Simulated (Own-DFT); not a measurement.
# Which defects push the lattice out? 4H SiC

Calculated, not measured: single-point runs of Own-DFT, a retired in-house plane-wave DFT program that no person has reviewed, on unrelaxed cells, without spin or spin-orbit coupling.

All runs used: PBE; PseudoDojo norm-conserving scalar-relativistic files; cutoff 42 hartree; 4 x 4 x 3 k mesh centred on Gamma; Fermi-Dirac smearing of 0.1 eV.

Keep in mind (not all hold for every row): a neutral cation vacancy leaves holes that likely carry spin, which these runs leave out; not probed for a lower state with spin; forces on such cells failed a check on a denser k mesh; forces on such cells passed a denser k mesh, each cell not checked; stress not checked against mesh or cutoff.

All runs share one cell, with vectors in Å (9.248, 0.000, 0.000); (-4.624, 8.009, 0.000); (0.000, 0.000, 10.068) and a volume of 745.7 Å³. Atoms were moved at random from their sites; u is the rms move along one axis. The defect's site can differ from row to row.

| cell | formula | u (Å) | P (GPa) |
|---|---|---|---|
| no defect | C36Si36 | 0.0302 | 3.85 |
| no defect | C36Si36 | 0.0594 | 6.30 |
| no defect | C36Si36 | 0.0615 | 6.32 |
| one Al on a Si site and one N on a C site | AlC35NSi35 | 0.0470 | 5.26 |
| one Al on a Si site and one N on a C site | AlC35NSi35 | 0.0506 | 5.18 |
| one Al on a Si site and one N on a C site | AlC35NSi35 | 0.0554 | 5.74 |
| one Si vacancy | C36Si35 | 0.0269 | 2.83 |
| one Si vacancy | C36Si35 | 0.0300 | 3.17 |
| one Si vacancy | C36Si35 | 0.0303 | 3.29 |
| two Al on a Si site each | Al2C36Si34 | 0.0317 | ? |
| two Al on a Si site each | Al2C36Si34 | 0.0318 | 5.77 |
| two Al on a Si site each | Al2C36Si34 | 0.0456 | 6.92 |
| two Al on a Si site each | Al2C36Si34 | 0.0456 | 7.15 |
| one C on a Si site and one Si on a C site | C36Si36 | 0.0304 | 7.62 |
| one C on a Si site and one Si on a C site | C36Si36 | 0.0307 | 7.82 |
| one C on a Si site and one Si on a C site | C36Si36 | 0.0516 | 9.32 |

## Working it out

P = P0 + c u² + a shift for each defect gives P0 = 2.98 GPa, c = 917 ± 59 GPa/Å² and a scatter of 0.17 GPa. The shifts, and each times the cell's volume:

- one C on a Si site and one Si on a C site: 3.89 ± 0.16 GPa, 18.1 eV
- two Al on a Si site each: 2.05 ± 0.15 GPa, 9.6 eV (4.8 eV for each of its 2 sites)
- one Al on a Si site and one N on a C site: 0.02 ± 0.14 GPa, 0.1 eV (not resolved)
- one Si vacancy: -0.66 ± 0.18 GPa, -3.1 eV

A positive shift means that the defect pushes the cell outwards. Shift times volume (160.2 GPa Å³ is 1 eV) depends little on the cell's size, so, taken for each site, it can be compared between cells at like pressure. The atoms around the defects weren't relaxed, which would change these numbers.

## Check

Q: what pressure belongs in the blank (two Al on a Si site each, u = 0.0317 Å)?

Estimate: 5.95 ± 0.20 GPa. DFT gave 5.85 GPa.
